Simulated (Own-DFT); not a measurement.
## Calculated data, GaP (zincblende, atoms displaced)

Computed with Own-DFT development build. A calculation, not a measurement: plane-wave PBE density functional theory by an unreviewed code, no spin, of a simulated periodic cell, stress positive in tension, free energy of the whole cell less one offset for each atom, forces on such cells passed a denser k mesh, this cell's mesh not checked; offsets are fitted by least squares, one for each functional and potential file, so energies compare only between cells with the same atoms and settings and are not formation energies; the far tail of each file's local potential was reset to the Coulomb form; each entry is a single point on an unrelaxed cell, so the pressure reflects the starting lattice, mostly measured values (interpolated for alloys), from which strain is counted, and rises with the displacements; printed positions are rounded, which can move forces by about a meV/angstrom; the program, named Own-DFT, is a retired in-house code; no spin-orbit coupling.

Common to all runs: functional PBE; potential files PseudoDojo norm-conserving, scalar-relativistic, standard set; wave cutoff 42 hartree; occupations Fermi-Dirac; smearing width 0.1 eV; k mesh 2 x 3 x 3 centred on Gamma.

(1) 
```cif
# cell vector a (Å): 16.3515 0.0000 0.0000
# cell vector b (Å): 0.0000 10.9010 0.0000
# cell vector c (Å): 0.0000 0.0000 10.9010
data_GaP
_symmetry_space_group_name_H-M 'P 1'
_symmetry_Int_Tables_number 1
_cell_length_a 16.3515
_cell_length_b 10.9010
_cell_length_c 10.9010
_cell_angle_alpha 90.000
_cell_angle_beta 90.000
_cell_angle_gamma 90.000
_cell_volume 1943.08
loop_
_atom_site_label
_atom_site_type_symbol
_atom_site_fract_x
_atom_site_fract_y
_atom_site_fract_z
_atom_site_occupancy
Ga1 Ga 0.99902 0.00137 0.00072 1
Ga2 Ga 0.00073 0.25091 0.24983 1
Ga3 Ga 0.16698 0.99738 0.25196 1
Ga4 Ga 0.16756 0.24798 0.99796 1
P1 P 0.08346 0.12433 0.12526 1
P2 P 0.08390 0.37630 0.37182 1
P3 P 0.24956 0.12425 0.37623 1
P4 P 0.24985 0.37262 0.12414 1
Ga5 Ga 0.99830 0.00542 0.50183 1
Ga6 Ga 0.00065 0.24804 0.75182 1
Ga7 Ga 0.16795 0.99873 0.75075 1
Ga8 Ga 0.16683 0.24406 0.50162 1
P5 P 0.08347 0.12616 0.62724 1
P6 P 0.08203 0.37665 0.87364 1
P7 P 0.25022 0.12340 0.87320 1
P8 P 0.25025 0.37825 0.62668 1
Ga9 Ga 0.99954 0.49905 0.99863 1
Ga10 Ga 0.00322 0.74956 0.24984 1
Ga11 Ga 0.16456 0.49674 0.25146 1
Ga12 Ga 0.16709 0.75029 0.99994 1
P9 P 0.08281 0.62681 0.12337 1
P10 P 0.08141 0.87620 0.37838 1
P11 P 0.24979 0.62180 0.37714 1
P12 P 0.24938 0.87522 0.12766 1
Ga13 Ga 0.00028 0.50150 0.49790 1
Ga14 Ga 0.00160 0.75162 0.75036 1
Ga15 Ga 0.16611 0.50030 0.74986 1
Ga16 Ga 0.16586 0.75002 0.50310 1
P13 P 0.08339 0.62456 0.62692 1
P14 P 0.08447 0.87727 0.87597 1
P15 P 0.25006 0.62402 0.87657 1
P16 P 0.24919 0.87585 0.62367 1
Ga17 Ga 0.33336 0.00128 0.00106 1
Ga18 Ga 0.33470 0.25466 0.25131 1
Ga19 Ga 0.50021 0.00010 0.25143 1
Ga20 Ga 0.49915 0.24757 0.00363 1
P17 P 0.41740 0.12435 0.12253 1
P18 P 0.41633 0.37575 0.37649 1
P19 P 0.58345 0.12647 0.37497 1
P20 P 0.58459 0.37452 0.12616 1
Ga21 Ga 0.33539 0.99972 0.49867 1
Ga22 Ga 0.33213 0.25218 0.74612 1
Ga23 Ga 0.50097 0.99975 0.74784 1
Ga24 Ga 0.50137 0.25076 0.50083 1
P21 P 0.41972 0.12325 0.62460 1
P22 P 0.41745 0.37135 0.87355 1
P23 P 0.58316 0.12555 0.87220 1
P24 P 0.58406 0.37470 0.62239 1
Ga25 Ga 0.33632 0.50117 0.99757 1
Ga26 Ga 0.33574 0.74980 0.25033 1
Ga27 Ga 0.49974 0.49647 0.25051 1
Ga28 Ga 0.50065 0.74954 0.00016 1
P25 P 0.41561 0.62238 0.12336 1
P26 P 0.41873 0.87326 0.37610 1
P27 P 0.58363 0.62631 0.37475 1
P28 P 0.58360 0.87330 0.12598 1
Ga29 Ga 0.33295 0.49375 0.50107 1
Ga30 Ga 0.33192 0.74840 0.74975 1
Ga31 Ga 0.50018 0.50206 0.74805 1
Ga32 Ga 0.49951 0.75025 0.50095 1
P29 P 0.41645 0.62635 0.62457 1
P30 P 0.41664 0.87500 0.87506 1
P31 P 0.58399 0.62600 0.87484 1
P32 P 0.58388 0.87351 0.62778 1
Ga33 Ga 0.66783 0.99879 0.00030 1
Ga34 Ga 0.66647 0.24883 0.25096 1
Ga35 Ga 0.83435 0.00105 0.24827 1
Ga36 Ga 0.83273 0.24970 0.99989 1
P33 P 0.75198 0.12742 0.12383 1
P34 P 0.74950 0.37704 0.37395 1
P35 P 0.91527 0.12416 0.37831 1
P36 P 0.91727 0.37380 0.12416 1
Ga37 Ga 0.66936 0.00064 0.50138 1
Ga38 Ga 0.66590 0.24905 0.74839 1
Ga39 Ga 0.83592 0.00039 0.74804 1
Ga40 Ga 0.83463 0.25115 0.50205 1
P37 P 0.74927 0.12396 0.62780 1
P38 P 0.74797 0.37680 0.87452 1
P39 P 0.91693 0.12658 0.87164 1
P40 P 0.91570 0.38008 0.62802 1
Ga41 Ga 0.66544 0.50278 0.99945 1
Ga42 Ga 0.66591 0.75173 0.25155 1
Ga43 Ga 0.83345 0.50039 0.25052 1
Ga44 Ga 0.83233 0.75089 0.99803 1
P41 P 0.75132 0.62735 0.12369 1
P42 P 0.74898 0.87503 0.37515 1
P43 P 0.91426 0.62680 0.37452 1
P44 P 0.91649 0.87538 0.12669 1
Ga45 Ga 0.66809 0.50026 0.49671 1
Ga46 Ga 0.66837 0.75088 0.75058 1
Ga47 Ga 0.83205 0.49874 0.75036 1
Ga48 Ga 0.83518 0.75041 0.50241 1
P45 P 0.75089 0.62432 0.62726 1
P46 P 0.75187 0.87483 0.87391 1
P47 P 0.91694 0.62417 0.87246 1
P48 P 0.91584 0.87358 0.62443 1
_calc_free_energy_of_cell_above_offsets '-53.647'  # eV
_calc_pressure 2.71  # GPa
_calc_stress_xx -2.71  # GPa
_calc_stress_yy -2.69  # GPa
_calc_stress_zz -2.72  # GPa
_calc_stress_yz -0.15  # GPa
_calc_stress_xz 0.09  # GPa
_calc_stress_xy -0.02  # GPa
```

Force:
```csv
element,x (eV/Å),y (eV/Å),z (eV/Å)
Ga,-0.018,-0.042,-0.02
Ga,-0.188,-0.265,0.072
Ga,-0.267,0.185,0.048
Ga,-0.226,0.134,0.02
P,0.107,-0.005,0.047
P,-0.236,-0.56,0.837
P,0.422,0.021,-0.264
P,0.095,0.431,-0.12
Ga,0.154,-0.483,0.126
Ga,-0.155,0.581,-0.32
Ga,-0.135,0.067,-0.124
Ga,0.006,0.783,-0.105
P,-0.033,-0.274,0.054
P,0.391,-0.322,0.193
P,0.182,0.225,-0.017
P,-0.48,-0.591,-0.236
Ga,-0.085,0.238,0.099
Ga,-0.559,0.129,0.145
Ga,0.551,0.541,-0.547
Ga,0.05,0.065,0.056
P,0.204,-0.439,0.038
P,0.21,0.011,0.029
P,0.024,0.258,-0.17
P,0.319,-0.114,-0.19
Ga,-0.164,0.005,0.074
Ga,-0.149,-0.05,0.096
Ga,0.028,0.094,0.235
Ga,0.054,-0.117,-0.328
P,-0.08,0.054,-0.224
P,-0.195,-0.125,0.024
P,-0.076,0.018,-0.148
P,0.339,-0.039,0.076
Ga,-0.099,-0.285,-0.137
Ga,-0.234,-0.585,-0.195
Ga,0.088,0.011,-0.19
Ga,0.461,0.274,-0.491
P,-0.298,-0.019,0.775
P,0.311,-0.238,0.077
P,0.112,-0.297,0.156
P,-0.188,-0.041,-0.169
Ga,-0.141,0.009,0.129
Ga,0.308,-0.435,0.242
Ga,-0.028,-0.183,0.4
Ga,-0.149,-0.065,-0.149
P,-0.544,0.316,-0.114
P,0.096,0.306,-0.005
P,0.026,-0.146,0.512
P,0.068,0.322,0.156
Ga,-0.465,-0.552,0.008
Ga,-0.416,-0.236,0.109
Ga,0.119,0.405,-0.058
Ga,-0.171,-0.01,-0.025
P,0.511,0.257,0.291
P,-0.218,0.195,-0.178
P,-0.237,-0.204,0.01
P,-0.058,0.321,-0.1
Ga,0.108,0.814,-0.031
Ga,0.064,0.241,0.061
Ga,0.06,-0.246,0.13
Ga,0.368,-0.111,0.117
P,-0.209,-0.298,-0.096
P,-0.052,-0.005,-0.047
P,-0.141,0.038,-0.141
P,0.127,0.122,-0.444
Ga,-0.11,0.151,-0.136
Ga,0.21,0.116,-0.097
Ga,-0.246,-0.114,0.264
Ga,0.112,0.323,-0.365
P,-0.397,-0.328,0.201
P,0.292,-0.452,0.023
P,0.154,0.433,-0.491
P,-0.146,0.129,0.089
Ga,-0.511,-0.118,-0.053
Ga,0.017,0.225,0.153
Ga,-0.324,-0.094,0.144
Ga,-0.344,0.19,0.113
P,0.405,0.241,-0.243
P,0.105,-0.288,0.121
P,-0.107,-0.191,0.486
P,0.488,-0.635,-0.34
Ga,0.198,-0.084,0.203
Ga,0.227,-0.251,-0.18
Ga,-0.029,-0.028,-0.301
Ga,0.478,-0.096,0.084
P,-0.331,-0.174,0.235
P,0.458,0.066,0.038
P,0.611,-0.043,-0.083
P,0.161,-0.199,-0.26
Ga,-0.157,0.219,0.344
Ga,-0.059,-0.132,0.033
Ga,-0.023,0.225,0.249
Ga,-0.603,-0.083,-0.237
P,-0.163,0.098,-0.374
P,-0.115,0.317,-0.032
P,-0.072,0.192,0.227
P,0.551,0.297,0.125
```

(2) 
```cif
# cell vector a (Å): 16.3515 0.0000 0.0000
# cell vector b (Å): 0.0000 10.9010 0.0000
# cell vector c (Å): 0.0000 0.0000 10.9010
data_GaP
_symmetry_space_group_name_H-M 'P 1'
_symmetry_Int_Tables_number 1
_cell_length_a 16.3515
_cell_length_b 10.9010
_cell_length_c 10.9010
_cell_angle_alpha 90.000
_cell_angle_beta 90.000
_cell_angle_gamma 90.000
_cell_volume 1943.08
loop_
_atom_site_label
_atom_site_type_symbol
_atom_site_fract_x
_atom_site_fract_y
_atom_site_fract_z
_atom_site_occupancy
Ga1 Ga 0.99916 0.99681 0.00232 1
Ga2 Ga 0.99924 0.25153 0.24950 1
Ga3 Ga 0.16573 0.00257 0.25144 1
Ga4 Ga 0.16769 0.25168 0.99950 1
P1 P 0.08597 0.12159 0.12669 1
P2 P 0.08489 0.37361 0.37649 1
P3 P 0.25061 0.12437 0.37519 1
P4 P 0.24897 0.37842 0.12293 1
Ga5 Ga 0.00141 0.99944 0.50143 1
Ga6 Ga 0.00208 0.25219 0.75302 1
Ga7 Ga 0.16594 0.99921 0.75257 1
Ga8 Ga 0.16502 0.25138 0.50211 1
P5 P 0.08296 0.12381 0.62381 1
P6 P 0.08388 0.37855 0.87464 1
P7 P 0.25208 0.12216 0.87519 1
P8 P 0.25012 0.37425 0.62361 1
Ga9 Ga 0.99894 0.50010 0.00073 1
Ga10 Ga 0.99972 0.74906 0.25071 1
Ga11 Ga 0.16559 0.49849 0.25147 1
Ga12 Ga 0.16760 0.74755 0.99979 1
P9 P 0.08221 0.62606 0.12594 1
P10 P 0.08476 0.87499 0.37296 1
P11 P 0.24905 0.62243 0.37235 1
P12 P 0.25004 0.87442 0.12657 1
Ga13 Ga 0.00039 0.50057 0.50011 1
Ga14 Ga 0.00264 0.75250 0.75111 1
Ga15 Ga 0.16561 0.50159 0.75415 1
Ga16 Ga 0.16574 0.75395 0.49829 1
P13 P 0.08266 0.62634 0.62517 1
P14 P 0.08248 0.87697 0.87273 1
P15 P 0.24954 0.62505 0.87264 1
P16 P 0.24957 0.87486 0.62123 1
Ga17 Ga 0.33462 0.00157 0.00137 1
Ga18 Ga 0.33242 0.25332 0.24691 1
Ga19 Ga 0.49962 0.99805 0.24637 1
Ga20 Ga 0.49865 0.25010 0.99878 1
P17 P 0.41496 0.12616 0.12396 1
P18 P 0.41666 0.37316 0.37645 1
P19 P 0.58189 0.12449 0.37342 1
P20 P 0.58198 0.37855 0.12509 1
Ga21 Ga 0.33294 0.99959 0.49746 1
Ga22 Ga 0.33379 0.24866 0.75188 1
Ga23 Ga 0.49992 0.00149 0.74838 1
Ga24 Ga 0.49849 0.24982 0.50328 1
P21 P 0.41432 0.12417 0.62187 1
P22 P 0.41690 0.37361 0.87244 1
P23 P 0.58349 0.12334 0.87143 1
P24 P 0.58210 0.37463 0.62702 1
Ga25 Ga 0.33257 0.50068 0.99895 1
Ga26 Ga 0.33446 0.74983 0.24826 1
Ga27 Ga 0.49865 0.49706 0.24639 1
Ga28 Ga 0.50327 0.74859 0.00055 1
P25 P 0.41728 0.62358 0.12559 1
P26 P 0.41687 0.87297 0.37496 1
P27 P 0.58534 0.62659 0.37561 1
P28 P 0.58093 0.87316 0.12649 1
Ga29 Ga 0.33371 0.50102 0.49960 1
Ga30 Ga 0.33609 0.74971 0.75214 1
Ga31 Ga 0.50219 0.49909 0.75140 1
Ga32 Ga 0.49939 0.75119 0.50236 1
P29 P 0.41590 0.62492 0.62536 1
P30 P 0.41582 0.87658 0.87615 1
P31 P 0.58423 0.62217 0.87697 1
P32 P 0.58380 0.87492 0.62734 1
Ga33 Ga 0.66530 0.00148 0.99817 1
Ga34 Ga 0.66577 0.25209 0.25317 1
Ga35 Ga 0.83454 0.99955 0.25336 1
Ga36 Ga 0.83371 0.24647 0.99687 1
P33 P 0.74840 0.12736 0.12039 1
P34 P 0.74988 0.37576 0.37501 1
P35 P 0.91466 0.12415 0.37483 1
P36 P 0.91600 0.37992 0.12526 1
Ga37 Ga 0.66826 0.99941 0.50128 1
Ga38 Ga 0.66612 0.24921 0.75244 1
Ga39 Ga 0.83443 0.00222 0.75259 1
Ga40 Ga 0.83408 0.24899 0.50092 1
P37 P 0.74849 0.12425 0.62264 1
P38 P 0.74871 0.37436 0.87489 1
P39 P 0.91664 0.12370 0.87502 1
P40 P 0.91638 0.37511 0.62384 1
Ga41 Ga 0.66672 0.50216 0.99910 1
Ga42 Ga 0.66783 0.75154 0.24939 1
Ga43 Ga 0.83217 0.50358 0.24751 1
Ga44 Ga 0.83509 0.75311 0.00017 1
P41 P 0.74933 0.62189 0.12258 1
P42 P 0.74912 0.87310 0.37594 1
P43 P 0.91445 0.62405 0.37441 1
P44 P 0.91757 0.87620 0.12323 1
Ga45 Ga 0.66449 0.49942 0.50105 1
Ga46 Ga 0.66591 0.75195 0.74940 1
Ga47 Ga 0.83233 0.49980 0.75213 1
Ga48 Ga 0.83149 0.74615 0.50276 1
P45 P 0.74815 0.62501 0.62747 1
P46 P 0.75005 0.87481 0.87175 1
P47 P 0.91490 0.62442 0.87339 1
P48 P 0.91839 0.87288 0.62159 1
_calc_free_energy_of_cell_above_offsets '-53.474'  # eV
_calc_pressure 2.73  # GPa
_calc_stress_xx -2.73  # GPa
_calc_stress_yy -2.74  # GPa
_calc_stress_zz -2.73  # GPa
_calc_stress_yz -0.19  # GPa
_calc_stress_xz -0.22  # GPa
_calc_stress_xy -0.37  # GPa
```

Force:
```csv
element,x (eV/Å),y (eV/Å),z (eV/Å)
Ga,0.388,0.498,-0.267
Ga,0.063,-0.164,-0.027
Ga,0.57,-0.395,0.078
Ga,-0.049,-0.316,-0.092
P,-0.68,0.662,-0.468
P,-0.505,0.109,-0.148
P,-0.2,0.446,-0.114
P,0.037,-0.168,0.131
Ga,-0.22,-0.059,-0.449
Ga,-0.299,-0.184,-0.402
Ga,0.333,0.119,-0.524
Ga,0.451,-0.36,-0.103
P,0.088,0.229,0.467
P,-0.127,-0.366,0.448
P,-0.426,0.303,0.05
P,-0.071,0.197,0.49
Ga,0.036,0.3,-0.14
Ga,-0.133,0.134,0.06
Ga,-0.052,0.157,-0.225
Ga,-0.161,0.352,0.031
P,0.154,-0.241,-0.118
P,-0.49,0.148,0.044
P,0.153,0.44,0.279
P,-0.041,0.189,-0.2
Ga,-0.086,-0.016,-0.09
Ga,-0.593,-0.358,-0.223
Ga,0.259,-0.072,-0.883
Ga,0.208,-0.636,0.009
P,0.26,-0.03,-0.057
P,0.27,-0.259,0.693
P,0.252,0.13,0.242
P,0.196,0.01,0.643
Ga,-0.323,-0.379,0.098
Ga,-0.101,-0.162,0.31
Ga,-0.303,0.289,0.401
Ga,0.325,-0.044,0.035
P,0.354,0.049,0.173
P,-0.028,0.216,-0.203
P,0.077,-0.113,0.308
P,0.333,-0.58,-0.307
Ga,-0.011,-0.166,-0.039
Ga,-0.194,0.034,-0.416
Ga,-0.306,-0.134,-0.083
Ga,0.191,-0.131,-0.3
P,0.225,-0.071,0.387
P,-0.1,0.282,0.265
P,-0.349,0.254,0.441
P,0.23,-0.184,-0.133
Ga,0.242,0.032,-0.128
Ga,-0.207,-0.187,0.176
Ga,0.134,0.382,0.778
Ga,-0.66,-0.053,-0.161
P,-0.11,0.174,-0.373
P,0.023,0.217,-0.075
P,-0.624,-0.154,-0.197
P,0.735,0.234,-0.322
Ga,-0.186,-0.117,-0.093
Ga,-0.495,0.222,-0.355
Ga,-0.444,0.173,-0.13
Ga,0.248,-0.194,-0.166
P,0.364,-0.138,0.16
P,0.549,-0.158,0.074
P,-0.007,0.504,-0.413
P,-0.195,0.168,-0.309
Ga,0.068,-0.396,0.092
Ga,-0.023,-0.071,-0.408
Ga,-0.569,-0.002,-0.571
Ga,-0.011,0.559,0.289
P,0.132,-0.29,0.747
P,0.149,0.087,0.156
P,0.657,0.161,0.156
P,-0.106,-0.746,-0.159
Ga,-0.53,-0.043,-0.336
Ga,0.102,0.05,-0.426
Ga,-0.119,-0.357,-0.745
Ga,-0.288,0.131,-0.113
P,0.4,0.24,0.523
P,0.188,-0.033,0.115
P,0.527,0.199,0.099
P,0.1,0.002,0.346
Ga,-0.025,-0.54,0.131
Ga,-0.109,-0.294,-0.075
Ga,-0.092,-0.364,0.3
Ga,-0.407,-0.34,-0.162
P,0.142,0.872,0.023
P,0.356,0.127,-0.023
P,0.288,0.122,0.106
P,-0.241,-0.24,0.638
Ga,0.254,-0.009,-0.039
Ga,0.006,-0.313,0.221
Ga,-0.064,-0.117,-0.337
Ga,0.129,0.215,-0.143
P,0.005,-0.27,-0.051
P,-0.007,0.127,0.48
P,0.491,0.287,0.153
P,-0.378,0.18,0.472
```

(3) 
```cif
# cell vector a (Å): 16.3515 0.0000 0.0000
# cell vector b (Å): 0.0000 10.9010 0.0000
# cell vector c (Å): 0.0000 0.0000 10.9010
data_GaP
_symmetry_space_group_name_H-M 'P 1'
_symmetry_Int_Tables_number 1
_cell_length_a 16.3515
_cell_length_b 10.9010
_cell_length_c 10.9010
_cell_angle_alpha 90.000
_cell_angle_beta 90.000
_cell_angle_gamma 90.000
_cell_volume 1943.08
loop_
_atom_site_label
_atom_site_type_symbol
_atom_site_fract_x
_atom_site_fract_y
_atom_site_fract_z
_atom_site_occupancy
Ga1 Ga 0.99976 0.00136 0.00045 1
Ga2 Ga 0.00088 0.24880 0.25088 1
Ga3 Ga 0.16649 0.00078 0.24907 1
Ga4 Ga 0.16707 0.24987 0.99940 1
P1 P 0.08433 0.12572 0.12401 1
P2 P 0.08282 0.37343 0.37443 1
P3 P 0.24863 0.12341 0.37682 1
P4 P 0.24979 0.37522 0.12471 1
Ga5 Ga 0.99793 0.99980 0.50416 1
Ga6 Ga 0.00002 0.25231 0.75018 1
Ga7 Ga 0.16646 0.00125 0.74757 1
Ga8 Ga 0.16721 0.24968 0.49987 1
P5 P 0.08295 0.12482 0.62392 1
P6 P 0.08318 0.37634 0.87304 1
P7 P 0.25042 0.12394 0.87346 1
P8 P 0.25015 0.37229 0.62408 1
Ga9 Ga 0.00193 0.49967 0.99649 1
Ga10 Ga 0.99992 0.75056 0.24923 1
Ga11 Ga 0.16695 0.50009 0.25050 1
Ga12 Ga 0.16522 0.74951 0.99836 1
P9 P 0.08291 0.62607 0.12714 1
P10 P 0.08252 0.87766 0.37365 1
P11 P 0.24971 0.62524 0.37543 1
P12 P 0.24880 0.87177 0.12929 1
Ga13 Ga 0.99985 0.49746 0.49800 1
Ga14 Ga 0.99958 0.74903 0.75133 1
Ga15 Ga 0.16664 0.49991 0.74967 1
Ga16 Ga 0.16744 0.74677 0.50049 1
P13 P 0.08276 0.62677 0.62681 1
P14 P 0.08463 0.87735 0.87348 1
P15 P 0.24922 0.62522 0.87404 1
P16 P 0.25045 0.87579 0.62490 1
Ga17 Ga 0.33113 0.99568 0.00305 1
Ga18 Ga 0.33142 0.25112 0.24989 1
Ga19 Ga 0.50195 0.99756 0.25063 1
Ga20 Ga 0.49921 0.25290 0.00011 1
P17 P 0.41842 0.12313 0.12603 1
P18 P 0.41870 0.37958 0.37595 1
P19 P 0.58142 0.12606 0.37681 1
P20 P 0.58256 0.37453 0.12700 1
Ga21 Ga 0.33148 0.00058 0.49987 1
Ga22 Ga 0.33444 0.24995 0.74995 1
Ga23 Ga 0.50145 0.99852 0.75028 1
Ga24 Ga 0.49959 0.25044 0.49928 1
P21 P 0.41496 0.12272 0.62321 1
P22 P 0.41555 0.37789 0.87352 1
P23 P 0.58381 0.12485 0.87265 1
P24 P 0.58310 0.37961 0.62481 1
Ga25 Ga 0.33468 0.50095 0.99584 1
Ga26 Ga 0.33289 0.75558 0.25114 1
Ga27 Ga 0.50126 0.49906 0.24930 1
Ga28 Ga 0.49948 0.74985 0.00017 1
P25 P 0.41569 0.62636 0.12502 1
P26 P 0.41822 0.87475 0.37785 1
P27 P 0.58226 0.62505 0.37852 1
P28 P 0.58490 0.87645 0.12652 1
Ga29 Ga 0.33236 0.50133 0.49906 1
Ga30 Ga 0.33505 0.74932 0.74896 1
Ga31 Ga 0.50088 0.50067 0.74782 1
Ga32 Ga 0.50124 0.74997 0.49796 1
P29 P 0.41724 0.62809 0.62308 1
P30 P 0.41693 0.87550 0.87669 1
P31 P 0.58275 0.62601 0.87476 1
P32 P 0.58412 0.87635 0.62712 1
Ga33 Ga 0.66834 0.99934 0.00091 1
Ga34 Ga 0.66546 0.24610 0.25119 1
Ga35 Ga 0.83419 0.00198 0.24881 1
Ga36 Ga 0.83332 0.24839 0.00074 1
P33 P 0.74962 0.12386 0.12343 1
P34 P 0.74988 0.37407 0.37109 1
P35 P 0.91783 0.12607 0.37787 1
P36 P 0.91572 0.37459 0.12736 1
Ga37 Ga 0.66561 0.99746 0.49955 1
Ga38 Ga 0.66684 0.25136 0.75322 1
Ga39 Ga 0.83413 0.99798 0.75122 1
Ga40 Ga 0.83349 0.25035 0.50159 1
P37 P 0.75029 0.12668 0.62736 1
P38 P 0.75162 0.37598 0.87311 1
P39 P 0.91461 0.12580 0.87263 1
P40 P 0.91710 0.37463 0.62230 1
Ga41 Ga 0.66590 0.49635 0.99878 1
Ga42 Ga 0.66670 0.74829 0.25204 1
Ga43 Ga 0.83043 0.49851 0.25519 1
Ga44 Ga 0.83454 0.75323 0.00089 1
P41 P 0.74979 0.62805 0.12776 1
P42 P 0.75018 0.87157 0.37420 1
P43 P 0.91719 0.62305 0.37454 1
P44 P 0.91636 0.87638 0.12498 1
Ga45 Ga 0.66693 0.49721 0.50036 1
Ga46 Ga 0.66768 0.74745 0.75192 1
Ga47 Ga 0.83299 0.49844 0.74808 1
Ga48 Ga 0.83186 0.75020 0.50412 1
P45 P 0.74917 0.62528 0.62263 1
P46 P 0.75129 0.87808 0.87288 1
P47 P 0.91595 0.62191 0.87694 1
P48 P 0.91665 0.87689 0.62590 1
_calc_free_energy_of_cell_above_offsets '-53.655'  # eV
_calc_pressure 2.7  # GPa
_calc_stress_xx -2.71  # GPa
_calc_stress_yy -2.7  # GPa
_calc_stress_zz -2.69  # GPa
_calc_stress_yz -0.04  # GPa
_calc_stress_xz 0.28  # GPa
_calc_stress_xy -0.03  # GPa
```

Force:
```csv
element,x (eV/Å),y (eV/Å),z (eV/Å)
Ga,0.002,0.048,-0.226
Ga,-0.183,0.027,-0.179
Ga,-0.099,-0.008,0.114
Ga,0.03,0.047,-0.167
P,-0.144,-0.009,0.018
P,0.334,0.105,0.044
P,0.167,0.22,-0.366
P,0.082,0.206,-0.239
Ga,0.379,0.023,-0.457
Ga,-0.074,-0.272,-0.131
Ga,0.114,0,0.02
Ga,-0.243,-0.024,-0.026
P,-0.059,0.208,0.171
P,0.241,-0.27,0.147
P,0.011,0.026,0.235
P,0.037,0.352,0.12
Ga,-0.301,-0.059,0.677
Ga,-0.125,0.074,0.195
Ga,-0.085,-0.033,-0.008
Ga,0.087,0.003,0.182
P,0.053,-0.204,-0.37
P,0.028,-0.285,0.393
P,0.131,0.037,-0.231
P,-0.247,0.281,-0.534
Ga,0.187,0.355,0.164
Ga,-0.098,0.131,0.152
Ga,0.087,0.018,-0.226
Ga,-0.273,0.515,-0.047
P,-0.046,-0.396,-0.301
P,-0.324,-0.111,0.138
P,0.155,0.063,-0.041
P,-0.096,-0.266,0.021
Ga,0.23,0.351,-0.038
Ga,0.493,-0.15,0.207
Ga,-0.254,0.207,0.055
Ga,0,-0.329,-0.147
P,-0.436,0.123,-0.04
P,-0.519,-0.482,-0.17
P,0.316,-0.3,-0.024
P,0.283,-0.15,-0.221
Ga,0.203,-0.209,-0.07
Ga,-0.079,-0.139,-0.052
Ga,-0.4,0.208,-0.045
Ga,-0.162,0.162,0.337
P,0.45,0.227,0.235
P,0.425,-0.278,-0.148
P,-0.107,0.127,0.535
P,0.107,-0.834,0.096
Ga,-0.374,0.15,0.482
Ga,0.32,-0.611,0.257
Ga,-0.208,0.492,0.035
Ga,0.131,0.143,0.188
P,0.071,-0.086,0.151
P,-0.244,0.27,-0.237
P,0.366,-0.245,-0.463
P,-0.036,-0.394,-0.21
Ga,0.182,-0.043,0.198
Ga,-0.176,0.201,0.142
Ga,-0.304,0.32,0.112
Ga,-0.015,0.222,0.498
P,-0.041,-0.363,0.049
P,-0.074,-0.031,-0.13
P,0.081,-0.225,0.165
P,-0.011,-0.506,-0.147
Ga,-0.308,0.045,-0.274
Ga,0.05,0.112,-0.173
Ga,-0.098,-0.091,0.367
Ga,0.055,0.282,-0.003
P,0.027,0.184,0.267
P,-0.373,-0.416,0.733
P,-0.245,-0.129,-0.227
P,0.175,0.113,-0.201
Ga,0.36,0.342,0.045
Ga,-0.068,0.089,-0.416
Ga,-0.108,0.432,-0.354
Ga,-0.206,-0.075,-0.203
P,-0.152,-0.275,-0.252
P,-0.169,-0.174,0.375
P,0.486,-0.002,0.275
P,-0.041,0.116,0.287
Ga,0.215,0.464,0.213
Ga,-0.25,0.031,-0.004
Ga,0.507,0.429,-0.701
Ga,-0.266,-0.274,-0.092
P,0.018,-0.483,-0.458
P,0.115,0.526,0.103
P,-0.232,0.336,0.227
P,0.244,0.036,0.036
Ga,0.066,0.213,-0.313
Ga,-0.041,0.299,-0.124
Ga,0.154,0.264,-0.158
Ga,0.467,-0.017,-0.474
P,0.044,-0.287,0.397
P,-0.21,-0.574,0.32
P,-0.059,0.36,-0.241
P,-0.11,-0.507,0.18
```
